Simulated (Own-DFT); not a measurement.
Simulation results for GaP (zincblende, atoms displaced)

All values are calculated (Own-DFT development build). A calculation, not a measurement: plane-wave PBE density functional theory by an unreviewed code, no spin, of a simulated periodic cell, stress positive in tension, free energy of the whole cell less one offset for each atom, forces on such cells passed a denser k mesh, this cell's mesh not checked; offsets are fitted by least squares, one for each functional and potential file, so energies compare only between cells with the same atoms and settings and are not formation energies; the far tail of each file's local potential was reset to the Coulomb form; each entry is a single point on an unrelaxed cell, so the pressure reflects the starting lattice, mostly measured values (interpolated for alloys), from which strain is counted, and rises with the displacements; printed positions are rounded, which can move forces by about a meV/angstrom; the program, named Own-DFT, is a retired in-house code; no spin-orbit coupling.

Common to all runs: functional PBE; potential files PseudoDojo norm-conserving, scalar-relativistic, standard set; wave cutoff 42 hartree; occupations Fermi-Dirac; smearing width 0.1 eV; hardware one NVIDIA H100; k mesh 3 x 3 x 3 centred on Gamma.

(1) GaP (zincblende, atoms displaced)

```
GaP
1.0
     10.9010     0.0000     0.0000
      0.0000    10.9010     0.0000
      0.0000     0.0000    10.9010
Ga P Ga P Ga P Ga P Ga P Ga P Ga P Ga P
4 4 4 4 4 4 4 4 4 4 4 4 4 4 4 4
Direct
  0.00028 0.00450 0.00035
  0.00179 0.24639 0.24981
  0.25088 0.99871 0.25013
  0.24968 0.24987 0.00203
  0.12459 0.12130 0.12665
  0.12035 0.37426 0.37358
  0.37552 0.12489 0.37424
  0.37570 0.37151 0.12566
  0.00203 0.99983 0.49928
  0.00330 0.24928 0.74915
  0.24930 0.00538 0.74752
  0.25112 0.24922 0.49912
  0.12584 0.12790 0.62616
  0.12244 0.37644 0.87728
  0.37338 0.12178 0.87295
  0.37140 0.37581 0.62704
  0.00063 0.50097 0.00071
  0.00017 0.75077 0.24960
  0.24885 0.50230 0.24923
  0.25025 0.74871 0.00039
  0.12519 0.62325 0.12834
  0.12580 0.87816 0.37396
  0.37607 0.62549 0.37322
  0.37401 0.87279 0.12575
  0.00106 0.49943 0.49997
  0.99993 0.74959 0.75004
  0.24491 0.50181 0.74730
  0.25017 0.75292 0.49846
  0.12326 0.62727 0.62406
  0.12277 0.87641 0.87671
  0.37505 0.62384 0.87876
  0.37486 0.87455 0.62479
  0.50087 0.99888 0.99872
  0.49952 0.25375 0.25073
  0.74980 0.00230 0.25050
  0.74746 0.25133 0.99844
  0.62632 0.12614 0.12379
  0.62677 0.37478 0.37684
  0.87734 0.12460 0.37576
  0.87406 0.37378 0.12414
  0.50267 0.00079 0.50220
  0.50337 0.25186 0.74578
  0.74853 0.99891 0.75064
  0.74920 0.25077 0.50000
  0.62444 0.12701 0.62245
  0.62469 0.37403 0.87309
  0.87545 0.12599 0.87670
  0.87750 0.37388 0.62314
  0.49699 0.50297 0.00163
  0.49931 0.74788 0.24981
  0.74995 0.49683 0.25070
  0.75433 0.74827 0.99858
  0.62758 0.62632 0.12603
  0.62192 0.87750 0.37386
  0.87581 0.62355 0.37522
  0.87697 0.87425 0.12392
  0.49953 0.49737 0.49945
  0.49733 0.74887 0.74602
  0.74983 0.50101 0.74871
  0.74924 0.74980 0.50057
  0.62479 0.62414 0.62516
  0.62376 0.87404 0.87547
  0.87754 0.62713 0.87287
  0.87527 0.87112 0.62214
```

Results for GaP (zincblende, atoms displaced): free energy of cell above offsets -35.742 eV; pressure 2.71 GPa; stress xx -2.71 GPa; stress yy -2.7 GPa; stress zz -2.72 GPa; stress yz -0.05 GPa; stress xz -0.18 GPa; stress xy 0.17 GPa; wall time 523.7 s.

Force:
```
element  x (eV/Å)  y (eV/Å)  z (eV/Å)
     Ga    -0.165    -0.494    -0.024
     Ga    -0.327      0.23    -0.179
     Ga     0.192     0.083    -0.058
     Ga    -0.067    -0.255    -0.288
      P     0.325     0.405    -0.092
      P     0.731     0.048     0.086
      P     0.113     -0.03       0.1
      P    -0.233     0.645    -0.025
     Ga    -0.148     0.041     0.295
     Ga    -0.456     0.187     0.328
     Ga    -0.113    -0.809      0.23
     Ga     -0.17     0.241    -0.183
      P    -0.091    -0.279    -0.481
      P     0.362    -0.164    -0.183
      P     0.453     0.688     0.206
      P     0.232    -0.008    -0.275
     Ga    -0.283     0.046     0.137
     Ga    -0.036    -0.053      0.18
     Ga     0.191    -0.592     0.258
     Ga     -0.29     0.143      0.04
      P    -0.118     0.369    -0.472
      P    -0.074    -0.371     0.046
      P    -0.186    -0.206     0.347
      P     0.203     0.182    -0.128
     Ga    -0.137      0.09    -0.048
     Ga     0.125     0.372    -0.012
     Ga     0.256     0.013     0.531
     Ga     0.008    -0.202    -0.051
      P     0.188     0.017    -0.209
      P     0.334     0.015    -0.303
      P    -0.319     0.149    -0.791
      P    -0.152     0.345    -0.045
     Ga    -0.206     0.051     0.228
     Ga     0.303    -0.505     0.063
     Ga     0.152    -0.264    -0.119
     Ga     0.237    -0.037     0.026
      P    -0.346      0.01     0.149
      P    -0.257    -0.005    -0.165
      P    -0.311     0.044      0.05
      P     0.161    -0.068     0.044
     Ga    -0.423     -0.07    -0.256
     Ga     -0.58    -0.195     0.405
     Ga     0.244     0.032    -0.114
     Ga     0.418    -0.146    -0.064
      P     0.347    -0.226     0.302
      P    -0.141     0.493      0.18
      P     -0.15     0.053    -0.426
      P    -0.235     0.094     0.305
     Ga     0.529    -0.468     0.104
     Ga     0.175     0.295    -0.089
     Ga     0.168      0.28    -0.079
     Ga    -0.292     0.251     0.051
      P    -0.071    -0.245    -0.119
      P      0.36    -0.315     0.074
      P    -0.147     0.159     -0.04
      P    -0.201       0.3     0.115
     Ga    -0.141     0.209      0.15
     Ga     0.164    -0.059     0.564
     Ga     0.254    -0.223     0.098
     Ga    -0.162    -0.066    -0.436
      P    -0.143    -0.005      -0.2
      P     0.116     -0.29    -0.195
      P    -0.187    -0.515     0.137
      P     0.019     0.583     0.322
```

(2) GaP (zincblende, atoms displaced)

```
GaP
1.0
     10.9010     0.0000     0.0000
      0.0000    10.9010     0.0000
      0.0000     0.0000    10.9010
Ga P Ga P Ga P Ga P Ga P Ga P Ga P Ga P
4 4 4 4 4 4 4 4 4 4 4 4 4 4 4 4
Direct
  0.00008 0.00183 0.99890
  0.00075 0.25178 0.25071
  0.25034 0.99875 0.24854
  0.24834 0.24896 0.00159
  0.12826 0.12888 0.12578
  0.12577 0.37663 0.37456
  0.37336 0.12719 0.37392
  0.37647 0.37412 0.12609
  0.99913 0.99763 0.50027
  0.99866 0.25073 0.75326
  0.24936 0.99918 0.75077
  0.24956 0.24845 0.49897
  0.12689 0.12465 0.62577
  0.12455 0.37482 0.87762
  0.37085 0.12536 0.87448
  0.37775 0.37486 0.62349
  0.00217 0.50205 0.00047
  0.99989 0.74890 0.24837
  0.25024 0.50401 0.24410
  0.25016 0.75108 0.99821
  0.12137 0.62328 0.12446
  0.12646 0.87164 0.37304
  0.37286 0.62547 0.37375
  0.37250 0.87680 0.12442
  0.00258 0.49945 0.50105
  0.00055 0.75023 0.75402
  0.24743 0.49921 0.75210
  0.24588 0.75188 0.49706
  0.12789 0.62776 0.62704
  0.11983 0.87442 0.87712
  0.37614 0.62669 0.87656
  0.37520 0.87498 0.62186
  0.50040 0.00536 1.00000
  0.50035 0.25122 0.25153
  0.75204 0.00022 0.25333
  0.75011 0.25060 0.00135
  0.62392 0.12523 0.12434
  0.62312 0.37285 0.37361
  0.87372 0.12352 0.37786
  0.87628 0.37445 0.12268
  0.49948 0.00049 0.49876
  0.50223 0.24995 0.74867
  0.75105 0.00154 0.74879
  0.75189 0.24853 0.49917
  0.62536 0.12212 0.62446
  0.62511 0.37347 0.87172
  0.87233 0.12372 0.87480
  0.87574 0.38103 0.62678
  0.50243 0.50172 0.00289
  0.50009 0.75120 0.24963
  0.74956 0.49856 0.24892
  0.75155 0.74894 0.99817
  0.62429 0.62538 0.12552
  0.62673 0.87833 0.37492
  0.87364 0.62303 0.37309
  0.87360 0.87389 0.12550
  0.49707 0.49963 0.49764
  0.49824 0.75063 0.74991
  0.75086 0.49887 0.74834
  0.75240 0.75027 0.50079
  0.62773 0.62301 0.62928
  0.62337 0.87708 0.87564
  0.87904 0.62082 0.87652
  0.87562 0.87309 0.62301
```

Results for GaP (zincblende, atoms displaced): free energy of cell above offsets -35.698 eV; pressure 2.72 GPa; stress xx -2.72 GPa; stress yy -2.72 GPa; stress zz -2.73 GPa; stress yz -0.11 GPa; stress xz -0.16 GPa; stress xy 0.02 GPa; wall time 514.6 s.

Force:
```
element  x (eV/Å)  y (eV/Å)  z (eV/Å)
     Ga    -0.143     0.097     0.478
     Ga    -0.146    -0.142      0.12
     Ga    -0.059      0.22     0.205
     Ga     0.418     0.386    -0.173
      P    -0.641    -0.592     0.141
      P      0.18      0.03    -0.068
      P      0.16    -0.387    -0.017
      P    -0.125     0.141    -0.284
     Ga     0.392     0.083     -0.01
     Ga     0.028     -0.04    -0.315
     Ga    -0.053    -0.284    -0.069
     Ga     0.023     0.316     0.148
      P    -0.463     0.038    -0.022
      P     0.027    -0.042    -0.072
      P     0.435     0.165    -0.055
      P    -0.519    -0.049     0.231
     Ga    -0.151     -0.52      0.02
     Ga    -0.231     -0.02     0.144
     Ga     0.023    -0.434     0.412
     Ga    -0.222    -0.103     0.225
      P     0.525     0.553    -0.156
      P    -0.521     0.588     -0.17
      P     0.107     0.178    -0.009
      P     0.446    -0.125    -0.172
     Ga    -0.025     0.388    -0.082
     Ga     -0.22    -0.175    -0.451
     Ga     0.523    -0.002    -0.126
     Ga     0.585    -0.287     0.346
      P    -0.343    -0.159     -0.09
      P     0.664     0.228    -0.138
      P    -0.162    -0.324    -0.088
      P    -0.202     -0.04     0.182
     Ga     -0.31    -0.387    -0.098
     Ga    -0.104    -0.284     -0.24
     Ga    -0.201     0.071    -0.509
     Ga    -0.174    -0.044     -0.22
      P     0.312     0.127     0.436
      P       0.4     0.276       0.3
      P     0.553     0.218    -0.361
      P    -0.038     0.116      0.21
     Ga     -0.08     0.105     -0.09
     Ga    -0.318    -0.246    -0.025
     Ga    -0.138    -0.472    -0.025
     Ga    -0.232     0.396     0.389
      P     0.019     0.357    -0.078
      P     0.094     0.265     0.515
      P     0.231     0.238     0.108
      P     0.143    -0.936    -0.348
     Ga    -0.179    -0.324    -0.385
     Ga    -0.074     0.151     0.096
     Ga    -0.066    -0.107    -0.037
     Ga    -0.182     0.003    -0.025
      P     0.326     0.153     0.035
      P    -0.221    -0.517     0.125
      P     0.245     0.082     0.242
      P     0.227      0.28    -0.078
     Ga     0.415      0.21     0.166
     Ga     0.224     0.041     -0.07
     Ga    -0.019     0.117     0.541
     Ga    -0.395    -0.279    -0.166
      P    -0.487     0.357    -0.676
      P     0.195    -0.111    -0.112
      P    -0.574     0.364     -0.26
      P       0.1     0.096     0.554
```

(3) GaP (zincblende, atoms displaced)

```
GaP
1.0
     10.9010     0.0000     0.0000
      0.0000    10.9010     0.0000
      0.0000     0.0000    10.9010
Ga P Ga P Ga P Ga P Ga P Ga P Ga P Ga P
4 4 4 4 4 4 4 4 4 4 4 4 4 4 4 4
Direct
  0.99668 0.99768 0.00035
  0.99777 0.24847 0.25314
  0.24845 0.99878 0.24825
  0.25102 0.24834 0.99718
  0.12674 0.12469 0.12580
  0.12403 0.37420 0.37536
  0.37142 0.12665 0.37823
  0.37496 0.37290 0.12514
  0.00366 0.00017 0.49655
  0.99713 0.25036 0.74894
  0.25041 0.99976 0.75164
  0.25093 0.25089 0.49970
  0.12841 0.12571 0.62448
  0.12271 0.37573 0.87772
  0.37292 0.12791 0.87493
  0.37462 0.37594 0.62183
  0.00051 0.49895 0.00108
  0.00043 0.74928 0.24872
  0.25231 0.50039 0.25189
  0.24834 0.75041 0.99695
  0.12518 0.62627 0.12552
  0.12541 0.87638 0.37642
  0.37341 0.62586 0.37633
  0.37615 0.87685 0.12536
  0.00035 0.49573 0.49738
  0.00233 0.75086 0.75126
  0.24928 0.50172 0.75122
  0.24607 0.74836 0.50158
  0.12512 0.62757 0.62282
  0.12380 0.87728 0.87945
  0.37528 0.62682 0.87707
  0.37385 0.87315 0.62283
  0.49939 0.99984 0.99950
  0.50283 0.25109 0.24884
  0.74920 0.99919 0.25124
  0.75103 0.24799 0.99886
  0.62763 0.12871 0.12333
  0.62544 0.37436 0.37600
  0.87367 0.12895 0.37363
  0.87735 0.37455 0.12562
  0.49939 0.00267 0.50320
  0.49990 0.25292 0.74903
  0.74975 0.99972 0.75040
  0.74956 0.25161 0.50343
  0.62358 0.11973 0.62485
  0.62712 0.37552 0.87290
  0.87649 0.12352 0.87499
  0.87311 0.37494 0.62469
  0.50142 0.50022 0.00004
  0.50020 0.74904 0.25101
  0.74699 0.50194 0.25172
  0.75380 0.74891 0.00381
  0.62622 0.62563 0.12241
  0.62684 0.87564 0.37619
  0.87544 0.62581 0.37535
  0.87592 0.87860 0.12515
  0.49610 0.49976 0.50200
  0.50020 0.74778 0.75144
  0.74839 0.50341 0.74955
  0.75101 0.75087 0.50386
  0.62476 0.62468 0.62659
  0.62702 0.87516 0.87650
  0.87802 0.62460 0.87765
  0.87333 0.87486 0.62632
```

It finds free energy of cell above offsets -35.708 eV; pressure 2.72 GPa; stress xx -2.73 GPa; stress yy -2.72 GPa; stress zz -2.72 GPa; stress yz 0.11 GPa; stress xz 0.27 GPa; stress xy -0.04 GPa; wall time 543.1 s.

Force:
```
element  x (eV/Å)  y (eV/Å)  z (eV/Å)
     Ga     0.443     0.579     0.176
     Ga     0.415     0.176    -0.509
     Ga     0.254     0.165     0.292
     Ga    -0.343     0.275     0.426
      P    -0.454     0.073    -0.189
      P     0.301    -0.059    -0.193
      P     0.583    -0.241    -0.645
      P     0.054      0.28    -0.103
     Ga     -0.56     0.305     0.421
     Ga      0.39    -0.073     0.028
     Ga     0.005    -0.082     -0.14
     Ga    -0.263     0.103     0.054
      P    -0.421    -0.006     0.162
      P     0.247    -0.153    -0.475
      P     0.534    -0.358    -0.259
      P    -0.242    -0.024     0.639
     Ga     0.005     0.121     0.256
     Ga    -0.027     0.269     0.206
     Ga    -0.256    -0.119    -0.237
     Ga     0.194     0.119     0.559
      P     0.208     -0.22    -0.062
      P     0.028    -0.436    -0.437
      P     0.157     0.062     0.019
      P    -0.135    -0.366    -0.055
     Ga    -0.125     0.451     0.251
     Ga    -0.179     0.072    -0.006
     Ga    -0.012     -0.09     -0.07
     Ga     0.376     0.369    -0.328
      P    -0.396    -0.655     0.388
      P       0.1    -0.106     -0.58
      P    -0.029     -0.31    -0.154
      P     0.105     0.017     0.433
     Ga     0.171     0.297     0.008
     Ga    -0.319    -0.232     0.282
     Ga     0.025     0.342    -0.122
     Ga     0.274     0.422    -0.047
      P    -0.325    -0.619     0.172
      P     -0.21     0.249     0.174
      P    -0.116    -0.594     0.515
      P    -0.439     0.074     0.089
     Ga    -0.311    -0.435    -0.583
     Ga     0.029    -0.263      -0.1
     Ga     0.051    -0.058     0.113
     Ga    -0.211     -0.36    -0.215
      P     0.261     0.865     0.352
      P    -0.111    -0.022     0.204
      P    -0.186     0.074     -0.15
      P     0.116     0.294     0.223
     Ga    -0.141    -0.214    -0.012
     Ga     0.087     0.165    -0.076
     Ga     0.366    -0.199    -0.173
     Ga    -0.065     0.272    -0.355
      P    -0.199     -0.04     0.407
      P    -0.347    -0.091     0.136
      P    -0.102    -0.036     0.071
      P    -0.187    -0.477     0.372
     Ga     0.514     0.161    -0.344
     Ga     0.007     0.438    -0.059
     Ga     0.403    -0.146     0.188
     Ga    -0.075     -0.15    -0.303
      P    -0.192     0.071    -0.313
      P    -0.122    -0.227     0.022
      P    -0.185     0.055    -0.301
      P     0.583     0.245    -0.047
```

(4) GaP (zincblende, atoms displaced)

```
GaP
1.0
     10.9010     0.0000     0.0000
      0.0000    10.9010     0.0000
      0.0000     0.0000    10.9010
Ga P Ga P Ga P Ga P Ga P Ga P Ga P Ga P
4 4 4 4 4 4 4 4 4 4 4 4 4 4 4 4
Direct
  0.00058 0.99957 0.99851
  0.00178 0.24990 0.24995
  0.24928 0.99892 0.25020
  0.25107 0.25167 0.00304
  0.12119 0.12437 0.12101
  0.12371 0.37493 0.37741
  0.37486 0.12323 0.37574
  0.37732 0.37488 0.12371
  0.00150 0.00135 0.49858
  0.99831 0.24932 0.75366
  0.25230 0.99781 0.75231
  0.24915 0.24991 0.49706
  0.12214 0.12873 0.62492
  0.12679 0.37503 0.87438
  0.37363 0.12441 0.87497
  0.37564 0.37719 0.62498
  0.00166 0.49840 0.99886
  0.99751 0.74990 0.24713
  0.24880 0.49743 0.25418
  0.25321 0.75047 0.99995
  0.12587 0.62815 0.12438
  0.12257 0.87364 0.37425
  0.37692 0.62047 0.37420
  0.37486 0.87340 0.12632
  0.99850 0.50190 0.50064
  0.00112 0.75047 0.74804
  0.25239 0.49928 0.74885
  0.25091 0.75296 0.49920
  0.12640 0.62427 0.62535
  0.12430 0.87887 0.87762
  0.37430 0.62461 0.87378
  0.37628 0.87681 0.62892
  0.49784 0.00098 0.00011
  0.50049 0.25122 0.25213
  0.75354 0.99875 0.24896
  0.75207 0.25170 0.00130
  0.62476 0.12329 0.12666
  0.62503 0.37425 0.37210
  0.87320 0.12425 0.37547
  0.87384 0.37819 0.12414
  0.50260 0.99681 0.49972
  0.49932 0.25182 0.74884
  0.75206 0.99839 0.75463
  0.74820 0.25115 0.49906
  0.62626 0.12538 0.61990
  0.62226 0.37430 0.87508
  0.87132 0.12367 0.87551
  0.87398 0.37658 0.62534
  0.49999 0.49981 0.99785
  0.50028 0.75281 0.25027
  0.75092 0.49864 0.25306
  0.75046 0.74843 0.99675
  0.62482 0.62180 0.12499
  0.62514 0.87259 0.37472
  0.87801 0.62458 0.37551
  0.87334 0.87342 0.12736
  0.50098 0.50375 0.50042
  0.50046 0.75202 0.75095
  0.75474 0.49796 0.74856
  0.74957 0.75055 0.50055
  0.62300 0.62291 0.62744
  0.62390 0.87631 0.87199
  0.87445 0.62491 0.87430
  0.87689 0.87500 0.62577
```

Results for GaP (zincblende, atoms displaced): free energy of cell above offsets -35.695 eV; pressure 2.72 GPa; stress xx -2.72 GPa; stress yy -2.72 GPa; stress zz -2.71 GPa; stress yz -0.37 GPa; stress xz -0.11 GPa; stress xy -0.03 GPa; wall time 495.7 s.

Force:
```
element  x (eV/Å)  y (eV/Å)  z (eV/Å)
     Ga    -0.581    -0.007     0.233
     Ga     -0.38     0.005     -0.08
     Ga    -0.207     0.149    -0.139
     Ga    -0.098    -0.217    -0.267
      P     0.519     0.103     0.512
      P    -0.135    -0.002    -0.166
      P     0.058     0.019    -0.076
      P    -0.248      0.12     0.386
     Ga     -0.15    -0.005     0.194
     Ga    -0.039     0.126    -0.213
     Ga    -0.536     0.532    -0.234
     Ga     0.177     0.002     0.459
      P     0.446     -0.43     0.169
      P     -0.02    -0.067     0.059
      P     0.133     0.326     0.037
      P    -0.031    -0.298    -0.386
     Ga     0.018     0.354     0.063
     Ga     0.279    -0.137     0.205
     Ga     0.015     0.148    -0.583
     Ga    -0.312     0.006    -0.094
      P     0.055    -0.484     0.085
      P     0.157     0.099    -0.066
      P    -0.239     0.807     0.039
      P     0.056     0.307    -0.125
     Ga     0.226    -0.132     0.197
     Ga     0.098    -0.059     0.314
     Ga    -0.255     0.077     0.033
     Ga     0.143    -0.347     0.058
      P      0.07      0.16    -0.099
      P     0.222     -0.71    -0.352
      P     0.153     0.155     0.075
      P    -0.065    -0.221    -0.542
     Ga     0.177    -0.078     0.051
     Ga    -0.152     -0.37    -0.303
     Ga     -0.51     0.123     0.215
     Ga     -0.51    -0.135     0.033
      P     0.112     0.175    -0.105
      P    -0.067     0.277     0.579
      P      0.27     0.224    -0.092
      P     0.381    -0.297     0.227
     Ga    -0.194     0.211     0.027
     Ga     0.061    -0.402    -0.111
     Ga    -0.299     0.162    -0.888
     Ga     0.206      0.06    -0.069
      P    -0.055    -0.178     0.792
      P     0.572      0.02    -0.137
      P     0.417     0.237     0.272
      P     0.307    -0.475    -0.226
     Ga    -0.018     0.121     0.118
     Ga     0.037    -0.668    -0.107
     Ga    -0.015     0.283    -0.247
     Ga    -0.328     0.072     0.312
      P     0.068     0.404     0.026
      P     0.239     0.244    -0.061
      P    -0.458      0.17     -0.05
      P     0.143     0.079    -0.736
     Ga     0.103    -0.535    -0.037
     Ga    -0.069     -0.37    -0.074
     Ga    -0.728     0.193     0.361
     Ga     0.053    -0.283     0.205
      P     0.473      0.35     -0.05
      P     0.026    -0.107     0.635
      P     0.395     -0.04    -0.101
      P    -0.164     0.157    -0.156
```
